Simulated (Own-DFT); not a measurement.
## Calculated data, HfO$_{2}$ (monoclinic hafnia, atoms displaced)

All values are calculated (Own-DFT development build). A calculation, not a measurement: plane-wave density functional theory by an unreviewed code, no spin, of a simulated periodic cell, stress positive in tension, run twice, with PBE and with PBEsol, both on files made for PBE, so the change isn't that of files made for PBEsol, hafnium file: forces about 75 meV/angstrom off all-electron values; oxygen file: force components 24 meV/angstrom off all-electron in one glass; forces on such cells passed a denser k mesh, this cell's mesh not checked; the far tail of each file's local potential was reset to the Coulomb form; each entry is a single point on an unrelaxed cell, so the pressure reflects the starting lattice, mostly measured values (interpolated for alloys), from which strain is counted, and rises with the displacements; printed positions are rounded, which can move forces by about a meV/angstrom; the program, named Own-DFT, is a retired in-house code; no spin-orbit coupling; stress was not checked against mesh or cutoff.

Settings shared by all entries: functional PBE, then PBEsol; potential files PseudoDojo norm-conserving, scalar-relativistic, standard set; wave cutoff 72 hartree; occupations Fermi-Dirac; smearing width 0.1 eV; k mesh 2 x 2 x 2 centred on Gamma.

(1) HfO$_{2}$ (monoclinic hafnia, atoms displaced)

```
CELL_PARAMETERS angstrom
10.23400 0.00000 0.00000
0.00000 10.35000 0.00000
-1.69550 0.00000 10.44530
ATOMIC_POSITIONS crystal
Hf 0.14287 0.03540 0.10516
Hf 0.36226 0.26853 0.14479
Hf 0.36341 0.46972 0.39899
Hf 0.13494 0.21997 0.36593
O 0.02073 0.15573 0.17404
O 0.46695 0.41012 0.07057
O 0.45887 0.34113 0.32806
O 0.03383 0.09147 0.42546
O 0.22863 0.39299 0.24478
O 0.26068 0.12822 0.01927
O 0.27158 0.13706 0.25565
O 0.22523 0.38373 0.49398
Hf 0.13194 0.01226 0.59356
Hf 0.35813 0.27810 0.64363
Hf 0.37468 0.47547 0.89275
Hf 0.15031 0.24206 0.85402
O 0.04954 0.16464 0.67065
O 0.46188 0.40479 0.60202
O 0.45467 0.33229 0.83193
O 0.05436 0.09239 0.93060
O 0.23626 0.38068 0.74559
O 0.25751 0.11716 0.50090
O 0.26694 0.13396 0.76182
O 0.20981 0.38214 0.99545
Hf 0.14635 0.51677 0.10098
Hf 0.35577 0.76333 0.14650
Hf 0.36303 0.98129 0.38977
Hf 0.14334 0.73243 0.36097
O 0.03241 0.66386 0.16405
O 0.45967 0.91559 0.07439
O 0.46348 0.82348 0.33205
O 0.02348 0.58796 0.41549
O 0.22663 0.87431 0.23806
O 0.26283 0.62739 0.01249
O 0.27237 0.63785 0.25955
O 0.22820 0.86125 0.48292
Hf 0.13557 0.51900 0.61002
Hf 0.35709 0.77567 0.64762
Hf 0.36907 0.98483 0.90477
Hf 0.12413 0.73939 0.85894
O 0.03594 0.66891 0.67657
O 0.47539 0.91183 0.58048
O 0.46509 0.83855 0.82405
O 0.03902 0.58990 0.91523
O 0.22438 0.88129 0.74490
O 0.27313 0.61562 0.50205
O 0.27679 0.62809 0.76275
O 0.21017 0.87577 0.99052
Hf 0.63788 0.02310 0.10576
Hf 0.86983 0.27017 0.14428
Hf 0.86558 0.47840 0.40772
Hf 0.63803 0.22902 0.35937
O 0.54566 0.14836 0.17205
O 0.95400 0.41593 0.07110
O 0.96927 0.31516 0.32624
O 0.53861 0.08646 0.42933
O 0.71912 0.38821 0.23196
O 0.77864 0.12436 0.01635
O 0.77265 0.12134 0.26238
O 0.71416 0.37069 0.49127
Hf 0.63999 0.01635 0.60584
Hf 0.84584 0.26798 0.62688
Hf 0.86190 0.47831 0.90165
Hf 0.64301 0.24338 0.86241
O 0.53933 0.16683 0.67379
O 0.95775 0.42476 0.59061
O 0.96555 0.33681 0.82667
O 0.53179 0.06976 0.91900
O 0.72697 0.38423 0.74479
O 0.78410 0.13581 0.51447
O 0.78046 0.09252 0.77697
O 0.73546 0.36863 0.00193
Hf 0.63538 0.52484 0.11103
Hf 0.85599 0.77665 0.14475
Hf 0.86446 0.97879 0.39003
Hf 0.64487 0.71980 0.35190
O 0.52368 0.66474 0.16751
O 0.96987 0.90629 0.07857
O 0.95800 0.84097 0.32172
O 0.52727 0.59206 0.42980
O 0.72743 0.87196 0.25300
O 0.77830 0.63184 0.02487
O 0.77338 0.62435 0.26843
O 0.72424 0.86490 0.48073
Hf 0.62684 0.52099 0.61558
Hf 0.85774 0.79100 0.64718
Hf 0.86552 0.99039 0.89305
Hf 0.64396 0.73961 0.86705
O 0.54035 0.66030 0.67474
O 0.96201 0.92721 0.56254
O 0.96105 0.83500 0.82136
O 0.53350 0.59031 0.91919
O 0.71738 0.87137 0.72906
O 0.78614 0.62687 0.50017
O 0.78256 0.61931 0.76731
O 0.72944 0.86753 0.99696
```

```
PBE pressure                                      : 9.81 GPa
PBE stress xx                                     : -9.62 GPa
PBE stress yy                                     : -10.2 GPa
PBE stress zz                                     : -9.6 GPa
PBE stress yz                                     : 0.19 GPa
PBE stress xz                                     : -0.21 GPa
PBE stress xy                                     : -0.42 GPa
PBEsol pressure                                   : 3.32 GPa
PBEsol stress xx                                  : -3.13 GPa
PBEsol stress yy                                  : -3.74 GPa
PBEsol stress zz                                  : -3.11 GPa
PBEsol stress yz                                  : 0.19 GPa
PBEsol stress xz                                  : 0.12 GPa
PBEsol stress xy                                  : -0.41 GPa
rms change of force components from PBE to PBEsol : 0.065 eV/Å
```

Force:
```csv
force element,PBE force x (eV/Å),PBE force y (eV/Å),PBE force z (eV/Å),PBEsol force x (eV/Å),PBEsol force y (eV/Å),PBEsol force z (eV/Å)
Hf,-3.247,-5.237,1.13,-3.163,-5.072,1.056
Hf,-0.433,1.109,0.322,-0.471,1.126,0.354
Hf,-1.729,4.745,-0.123,-1.734,4.612,-0.112
Hf,1.282,3.037,-2.812,1.232,2.891,-2.776
O,1.588,-0.298,0.719,1.564,-0.263,0.724
O,-0.228,-0.571,0.558,-0.24,-0.53,0.499
O,3.167,-3.447,-0.978,3.072,-3.383,-0.992
O,-2.253,-2.225,-0.31,-2.181,-2.195,-0.26
O,0.265,-1.398,-0.279,0.354,-1.345,-0.284
O,5.614,3.172,-1.208,5.415,3.105,-1.169
O,0.711,-1.14,1.277,0.634,-1.11,1.224
O,-0.671,-2.877,-0.012,-0.574,-2.791,0.01
Hf,1.131,1.573,3.583,1.084,1.638,3.461
Hf,-2.839,-5.737,1.439,-2.803,-5.53,1.48
Hf,-3.208,4.638,1.176,-3.115,4.487,1.172
Hf,-3.292,-1.148,-0.505,-3.194,-1.179,-0.515
O,-2.45,0.949,-0.766,-2.342,0.902,-0.724
O,3.567,4.248,-2.482,3.485,4.159,-2.448
O,3.631,-3.097,-0.15,3.539,-3.005,-0.212
O,-3.503,-0.645,-1.81,-3.393,-0.646,-1.695
O,-1.253,1.283,-0.939,-1.152,1.228,-0.916
O,3.126,0.794,1.137,2.959,0.756,1.069
O,2.583,-1.48,0.503,2.442,-1.391,0.511
O,2.624,-2.766,-1.317,2.602,-2.695,-1.29
Hf,-3.443,3.427,1.712,-3.318,3.416,1.642
Hf,-1.029,1.327,-0.627,-1.042,1.307,-0.559
Hf,0.866,-2.296,-0.105,0.832,-2.319,-0.067
Hf,-1.56,-2.405,-3.7,-1.464,-2.399,-3.644
O,-0.314,0.148,0.852,-0.296,0.162,0.861
O,0.512,-0.043,0.898,0.491,-0.001,0.801
O,-0.311,1.774,0.019,-0.33,1.727,-0.034
O,0.841,-0.497,1.061,0.802,-0.507,1.087
O,-0.278,2.46,0.856,-0.202,2.373,0.857
O,2.315,0.642,-0.172,2.177,0.621,-0.124
O,0.424,-2.303,0.884,0.359,-2.205,0.848
O,0.516,2.001,1.856,0.559,1.953,1.802
Hf,0.051,2.366,0.373,0.065,2.359,0.344
Hf,0.624,-1.602,0.913,0.597,-1.512,0.943
Hf,-3.517,-2.101,-1.878,-3.387,-2.118,-1.793
Hf,3.205,-1.324,0.13,3.126,-1.351,0.1
O,-0.388,0.534,-1.306,-0.362,0.519,-1.213
O,-1.097,0.384,-0.782,-1.059,0.392,-0.791
O,0.491,-0.356,0.137,0.472,-0.36,0.09
O,-2.243,-2.07,0.7,-2.178,-2.007,0.727
O,0.268,0.6,-1.578,0.333,0.559,-1.559
O,-0.533,1.616,1.712,-0.592,1.569,1.652
O,0.35,-0.732,-0.396,0.298,-0.716,-0.409
O,1.224,0.127,0.277,1.228,0.126,0.269
Hf,2.201,-4.124,-0.684,2.148,-3.975,-0.694
Hf,-1.384,0.401,1.196,-1.346,0.429,1.188
Hf,0.232,1.299,-2.177,0.217,1.326,-2.068
Hf,0.578,0.122,-1.63,0.591,0.055,-1.585
O,-4.759,4.936,1.749,-4.621,4.828,1.744
O,2.609,0.418,1.453,2.509,0.405,1.35
O,-2.053,2.587,1.193,-1.99,2.467,1.103
O,-0.367,0.259,-0.81,-0.332,0.242,-0.756
O,0.256,-1.7,2.126,0.293,-1.642,2.049
O,-0.585,0.615,-0.903,-0.624,0.597,-0.883
O,-0.013,0.315,0.675,-0.072,0.301,0.667
O,-0.001,-0.394,-0.246,0.083,-0.429,-0.227
Hf,-1.545,0.129,-0.094,-1.549,0.152,-0.107
Hf,3.732,3.102,6.016,3.621,3.129,5.858
Hf,2.035,1.285,-1.4,1.994,1.186,-1.354
Hf,-0.754,-2.007,-0.719,-0.718,-1.976,-0.725
O,0.543,0.249,0.466,0.557,0.248,0.492
O,-0.071,-1.159,-1.084,-0.082,-1.13,-1.142
O,-0.113,-0.698,-0.422,-0.113,-0.66,-0.427
O,3.277,3.434,0.294,3.175,3.325,0.369
O,-1.075,-2.07,0.252,-1.016,-2.024,0.255
O,-1.43,-2.8,-1.972,-1.452,-2.712,-1.928
O,-3.045,7.089,-6.422,-3.042,6.921,-6.283
O,-2.545,-0.212,-2.363,-2.414,-0.216,-2.323
Hf,1.062,0.658,-0.587,1.058,0.684,-0.58
Hf,3.135,-1.11,1.092,3.069,-1.034,1.068
Hf,-1.43,-0.172,-1.339,-1.398,-0.248,-1.29
Hf,-1.742,1.272,1.449,-1.661,1.222,1.417
O,1.516,-0.903,0.463,1.498,-0.881,0.498
O,0.241,1.553,-0.651,0.195,1.52,-0.649
O,2.24,-0.721,0.947,2.14,-0.701,0.891
O,0.032,-1.808,0.619,0.041,-1.795,0.639
O,-1.207,1.538,-2.34,-1.092,1.482,-2.268
O,-1.172,-1.079,-1.49,-1.212,-1.037,-1.438
O,0.543,-1.341,-1.545,0.446,-1.291,-1.501
O,0.086,1.628,1.767,0.157,1.588,1.735
Hf,2.49,1.004,-1.341,2.413,1.025,-1.309
Hf,1.551,-4.961,-1.831,1.508,-4.81,-1.761
Hf,4.38,-5.071,7.262,4.271,-5.015,7.145
Hf,-0.397,-1.815,-1.908,-0.385,-1.819,-1.882
O,-2.044,2.015,0.892,-1.974,1.952,0.897
O,-1.206,-1.729,1.771,-1.187,-1.659,1.671
O,-1.887,2.43,-0.101,-1.846,2.354,-0.153
O,0.6,-0.439,0.449,0.585,-0.441,0.474
O,-0.663,0.122,1.363,-0.582,0.121,1.307
O,-1.437,0.276,2.057,-1.44,0.253,1.948
O,-0.933,1.019,-0.271,-0.975,0.987,-0.24
O,-0.64,1.398,-1.213,-0.575,1.339,-1.191
```

(2) HfO$_{2}$ (monoclinic hafnia, atoms displaced)

```
CELL_PARAMETERS angstrom
10.23400 0.00000 0.00000
0.00000 10.35000 0.00000
-1.69550 0.00000 10.44530
ATOMIC_POSITIONS crystal
Hf 0.15284 0.02292 0.11405
Hf 0.36846 0.26803 0.14231
Hf 0.35571 0.48874 0.38987
Hf 0.14651 0.23609 0.35535
O 0.02752 0.16526 0.17153
O 0.46917 0.42084 0.07876
O 0.45694 0.33444 0.32697
O 0.04927 0.07938 0.43094
O 0.23481 0.37840 0.25185
O 0.27088 0.12726 0.00261
O 0.27775 0.13175 0.25520
O 0.23055 0.36980 0.49759
Hf 0.13067 0.02254 0.59942
Hf 0.36329 0.28174 0.65200
Hf 0.35267 0.48395 0.89472
Hf 0.12836 0.23044 0.84494
O 0.01032 0.17170 0.66698
O 0.45262 0.42465 0.58382
O 0.48320 0.33902 0.81694
O 0.03804 0.08995 0.91264
O 0.21703 0.37921 0.73507
O 0.27448 0.12932 0.51024
O 0.27856 0.13189 0.75586
O 0.23224 0.37267 0.00146
Hf 0.12940 0.52379 0.10262
Hf 0.35589 0.77190 0.13923
Hf 0.35742 0.99418 0.39063
Hf 0.13230 0.71661 0.34920
O 0.04422 0.66406 0.17773
O 0.44846 0.91377 0.06778
O 0.45557 0.82481 0.33586
O 0.03681 0.58745 0.42390
O 0.23029 0.88415 0.24010
O 0.27791 0.62998 0.01516
O 0.27398 0.61020 0.26366
O 0.22937 0.87583 0.49585
Hf 0.13597 0.51735 0.59307
Hf 0.35783 0.77039 0.65240
Hf 0.37421 0.96765 0.89214
Hf 0.12142 0.72586 0.85313
O 0.03364 0.67048 0.67229
O 0.45696 0.91734 0.58417
O 0.46127 0.83116 0.83215
O 0.04060 0.58715 0.92661
O 0.23890 0.88640 0.73780
O 0.27036 0.62659 0.51395
O 0.26504 0.61078 0.75168
O 0.21916 0.87529 0.99493
Hf 0.64347 0.01734 0.10828
Hf 0.86518 0.28116 0.14933
Hf 0.85288 0.48837 0.38806
Hf 0.63396 0.22288 0.34313
O 0.52584 0.17615 0.18787
O 0.93815 0.41985 0.07096
O 0.96060 0.33528 0.32118
O 0.52806 0.07928 0.40843
O 0.72749 0.37799 0.23048
O 0.77859 0.12386 0.01623
O 0.77548 0.11250 0.26332
O 0.71232 0.38778 0.49386
Hf 0.63717 0.02375 0.60185
Hf 0.86495 0.26876 0.65801
Hf 0.87334 0.47263 0.90421
Hf 0.63554 0.22787 0.85790
O 0.51769 0.17061 0.68018
O 0.96417 0.40662 0.57450
O 0.96045 0.33756 0.83289
O 0.53119 0.09272 0.91629
O 0.72639 0.37341 0.73463
O 0.76873 0.11837 0.49860
O 0.79044 0.12426 0.75605
O 0.72209 0.37186 0.99810
Hf 0.62995 0.52000 0.10858
Hf 0.85460 0.76824 0.14919
Hf 0.87031 0.98781 0.41075
Hf 0.63236 0.72441 0.35120
O 0.53682 0.67228 0.17132
O 0.96535 0.92668 0.08870
O 0.97057 0.84354 0.33876
O 0.52618 0.58422 0.42587
O 0.71423 0.87873 0.24096
O 0.78641 0.62862 0.02480
O 0.77026 0.62567 0.26853
O 0.71636 0.86443 0.50095
Hf 0.63108 0.53346 0.60791
Hf 0.85284 0.75871 0.65744
Hf 0.86586 0.98246 0.90525
Hf 0.64797 0.73799 0.86755
O 0.54310 0.65893 0.68392
O 0.96215 0.92535 0.57120
O 0.96307 0.82474 0.82604
O 0.52519 0.57953 0.91708
O 0.72886 0.87724 0.74580
O 0.77427 0.64852 0.51117
O 0.78801 0.61930 0.78096
O 0.71922 0.88556 0.00071
```

```
PBE pressure                                      : 9.93 GPa
PBE stress xx                                     : -9.98 GPa
PBE stress yy                                     : -9.9 GPa
PBE stress zz                                     : -9.91 GPa
PBE stress yz                                     : 0.62 GPa
PBE stress xz                                     : -0.52 GPa
PBE stress xy                                     : 1.81 GPa
PBEsol pressure                                   : 3.45 GPa
PBEsol stress xx                                  : -3.46 GPa
PBEsol stress yy                                  : -3.48 GPa
PBEsol stress zz                                  : -3.4 GPa
PBEsol stress yz                                  : 0.59 GPa
PBEsol stress xz                                  : -0.19 GPa
PBEsol stress xy                                  : 1.74 GPa
rms change of force components from PBE to PBEsol : 0.067 eV/Å
```

Force:
```csv
force element,PBE force x (eV/Å),PBE force y (eV/Å),PBE force z (eV/Å),PBEsol force x (eV/Å),PBEsol force y (eV/Å),PBEsol force z (eV/Å)
Hf,-1.831,0.614,-2.31,-1.757,0.62,-2.275
Hf,-3.22,2.351,-0.164,-3.168,2.349,-0.086
Hf,1.523,-3.337,3.346,1.466,-3.314,3.292
Hf,-0.879,-0.117,0.277,-0.809,-0.137,0.244
O,1.443,0.106,0.479,1.416,0.117,0.517
O,-0.921,-0.783,-0.086,-0.89,-0.741,-0.118
O,1.315,0.051,0.38,1.259,0.028,0.287
O,-1.215,1.628,-2.595,-1.194,1.549,-2.449
O,-2.295,0.082,-2.102,-2.169,0.062,-2.012
O,0.535,0.586,1.151,0.444,0.566,1.163
O,-0.35,-0.629,0.343,-0.39,-0.619,0.343
O,-1.521,0.35,-1.782,-1.432,0.361,-1.737
Hf,2.943,-0.283,2.19,2.886,-0.255,2.058
Hf,-0.782,-1.495,-0.69,-0.756,-1.421,-0.635
Hf,1.349,-0.978,-0.515,1.322,-0.955,-0.468
Hf,3.35,-0.526,0.747,3.269,-0.579,0.703
O,6.247,-3.583,1.019,6.109,-3.475,1.08
O,2.117,1.907,-0.661,2.055,1.871,-0.671
O,-2.915,2.399,2.154,-2.852,2.281,2.046
O,-1.983,-1.992,0.86,-1.949,-1.931,0.854
O,-0.271,0.176,1.441,-0.194,0.171,1.387
O,0.584,0.682,-0.905,0.506,0.647,-0.925
O,-1.815,-0.701,0.554,-1.825,-0.663,0.525
O,-1.332,0.315,-1.452,-1.218,0.335,-1.417
Hf,2.995,-2.373,0.95,2.965,-2.229,0.901
Hf,0.122,0.249,2.144,0.11,0.314,2.094
Hf,-0.756,-3.318,2.236,-0.754,-3.273,2.211
Hf,1.708,4.793,2.84,1.644,4.613,2.757
O,-2.612,0.86,-1.346,-2.523,0.822,-1.26
O,2.897,0.883,1.9,2.794,0.842,1.782
O,0.354,0.31,-0.933,0.359,0.297,-0.98
O,-2.294,-1.482,-0.728,-2.209,-1.451,-0.676
O,-0.471,-0.228,-0.002,-0.384,-0.186,-0.04
O,-0.68,-0.644,-0.526,-0.719,-0.643,-0.499
O,-0.757,2.447,-2.374,-0.818,2.377,-2.302
O,-0.918,-0.935,-0.868,-0.843,-0.88,-0.813
Hf,-0.575,-0.779,2.256,-0.523,-0.736,2.191
Hf,0.414,0.307,-2.222,0.368,0.403,-2.149
Hf,-4.246,5.056,-0.513,-4.15,4.888,-0.463
Hf,4.306,1.919,-1.012,4.158,1.814,-1.026
O,-0.242,-0.402,-0.328,-0.249,-0.366,-0.235
O,1.901,0.735,0.124,1.842,0.721,0.083
O,3.636,-3.173,-0.408,3.542,-3.092,-0.446
O,-1.469,-2.054,1.01,-1.434,-2.015,1.044
O,-1.808,-0.621,0.679,-1.655,-0.619,0.647
O,0.591,0.76,-0.953,0.507,0.712,-0.941
O,0.288,1.096,1.332,0.236,1.054,1.291
O,-0.568,-1.102,-1.126,-0.477,-1.066,-1.053
Hf,-0.921,1.568,0.791,-0.796,1.524,0.753
Hf,-1.398,-4.715,-0.148,-1.374,-4.544,-0.12
Hf,-0.072,-3.145,3.418,-0.093,-3.124,3.352
Hf,0.613,2.569,4.208,0.568,2.436,4.064
O,2.921,-3.914,-3.596,2.846,-3.772,-3.431
O,5.639,2.366,2.953,5.483,2.326,2.819
O,0.763,1.057,1.409,0.718,1.027,1.301
O,1.21,0.312,1.403,1.174,0.309,1.396
O,-1.346,0.908,1.897,-1.243,0.905,1.831
O,-0.37,0.329,-0.368,-0.419,0.276,-0.358
O,-0.634,1.062,-1.381,-0.718,1.036,-1.354
O,1.377,-0.926,-2.213,1.407,-0.858,-2.163
Hf,-1.535,-0.872,-0.096,-1.474,-0.857,-0.142
Hf,-5.13,3.824,-4.074,-5.021,3.787,-3.924
Hf,-4.884,1.536,-3.938,-4.779,1.454,-3.827
Hf,1.687,1.786,-1.511,1.598,1.738,-1.527
O,3.979,-2.941,-1.218,3.877,-2.83,-1.124
O,0.638,1.718,-0.892,0.637,1.699,-0.896
O,1.937,-1.077,-0.084,1.877,-1.075,-0.141
O,-0.488,-1.978,2.044,-0.463,-1.951,2.006
O,-1.042,1.51,1.57,-0.962,1.464,1.546
O,-0.92,2.182,1.598,-0.953,2.069,1.546
O,-2.289,-1.908,1.264,-2.259,-1.843,1.23
O,-0.61,-0.313,-1.528,-0.521,-0.301,-1.463
Hf,0.727,-0.392,-1.797,0.701,-0.379,-1.779
Hf,1.306,2.839,1.874,1.232,2.817,1.839
Hf,-0.843,-1.543,-2.66,-0.802,-1.539,-2.548
Hf,-1.907,3.023,2.326,-1.865,2.921,2.259
O,-0.486,-0.072,-0.608,-0.462,-0.073,-0.531
O,-0.504,-1.466,-0.826,-0.513,-1.418,-0.874
O,0.146,-2.153,-1.834,0.141,-2.121,-1.819
O,1.388,0.819,-0.271,1.362,0.788,-0.224
O,0.556,-0.764,-0.181,0.597,-0.759,-0.227
O,-1.115,0.899,-0.805,-1.135,0.905,-0.767
O,1.096,-0.184,-1.284,1.016,-0.18,-1.244
O,-0.075,1.445,-0.284,-0.029,1.421,-0.249
Hf,1.185,-5.267,-1.1,1.144,-5.143,-1.123
Hf,0.999,1.993,-1.847,0.943,1.957,-1.765
Hf,1.459,1.321,-0.465,1.414,1.286,-0.412
Hf,-1.549,-2.266,-1.373,-1.497,-2.252,-1.39
O,-2.022,3.682,1.606,-1.952,3.598,1.604
O,-0.407,-1.844,3.263,-0.368,-1.721,3.098
O,-1.197,2.1,1.578,-1.164,1.994,1.493
O,1.825,1.718,0.87,1.767,1.658,0.901
O,-1.198,0.541,1.269,-1.108,0.487,1.256
O,-0.119,-3.222,-0.619,-0.186,-3.139,-0.609
O,-0.796,1.073,-1.011,-0.817,1.104,-0.993
O,0.517,-2.345,-1.143,0.551,-2.278,-1.095
```
